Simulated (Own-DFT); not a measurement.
# Response to strain: wurtzite GaN, 72 atoms (Ga36N36)

Calculated results; nothing here was measured. The program, named Own-DFT, is a retired in-house plane-wave density functional code that no person has reviewed. Each row is one single-point run on a periodic cell that was not relaxed, without spin or spin-orbit coupling.

Settings of every run: PBE; PseudoDojo norm-conserving scalar-relativistic files; cutoff 42 hartree; 4 x 4 x 3 k mesh centred on Gamma; Fermi-Dirac smearing of 0.1 eV.

Known limits: forces not confirmed at this smearing and k mesh; stress not checked against mesh or cutoff.

Unstrained cell vectors in Å: (9.567, 0.000, 0.000); (-4.783, 8.285, 0.000); (0.000, 0.000, 10.370). The unstrained cell has measured lattice constants (interpolated for alloys), not those of this functional. That, the random moves and any unrelaxed bonds set the pressure at no strain. Each run strains this cell uniformly, with the atoms carried along. Every atom was also moved at random, by a Gaussian of width 0.05 Å on each axis. Strain is the symmetric tensor, in per cent. Stress is positive in tension, and the pressure is minus a third of its trace.

| run | e_xx (%) | e_yy (%) | e_zz (%) | s_xx (GPa) | s_yy (GPa) | s_zz (GPa) | P (GPa) | E (meV/atom) |
|---|---|---|---|---|---|---|---|---|
| 1 | -0.75 | -0.75 | 0.00 | -10.36 | -11.18 | -8.65 | 10.07 | 1.2 |
| 2 | -2.75 | -2.75 | 0.00 | -25.32 | -23.87 | -13.61 | 20.93 | 76.8 |
| 3 | 1.50 | 1.50 | 0.00 | 0.56 | -0.02 | -7.46 | 2.31 | 0.6 |
| 4 | 0.25 | 0.25 | 0.00 | -5.03 | -6.21 | -8.45 | 6.56 | 2.8 |
| 5 | 2.75 | 2.75 | 0.00 | 5.32 | 4.28 | -3.00 | -2.20 | 0.0 |
| 6 | 0.50 | 0.50 | 0.00 | -4.90 | -5.22 | -6.92 | 5.68 | 4.2 |
| 7 | -3.00 | -3.00 | 0.00 | -25.89 | -28.04 | -12.92 | 22.28 | 99.3 |
| 8 | -0.50 | -0.50 | 0.00 | -9.11 | -11.08 | -9.04 | 9.74 | 14.4 |
| 9 | 1.00 | 1.00 | 0.00 | ? | ? | ? | ? | ? |

E is the free energy for each atom above the lowest run shown.

## Worked fit

The change of volume is close to e_xx + e_yy + e_zz. A straight line through the runs shown gives P = 8.42 - 215 x (fractional change of volume) GPa, with an error of 11 on the slope and a scatter of 1.17 GPa. The strain isn't the same on all axes and the cell isn't cubic, so the slope belongs to this path and is not the bulk modulus.

## Withheld run

Question: what pressure should run 9 give? Its volume changes by 2.01 %.

The line gives 4.1 GPa. The calculation gave 3.43 GPa.
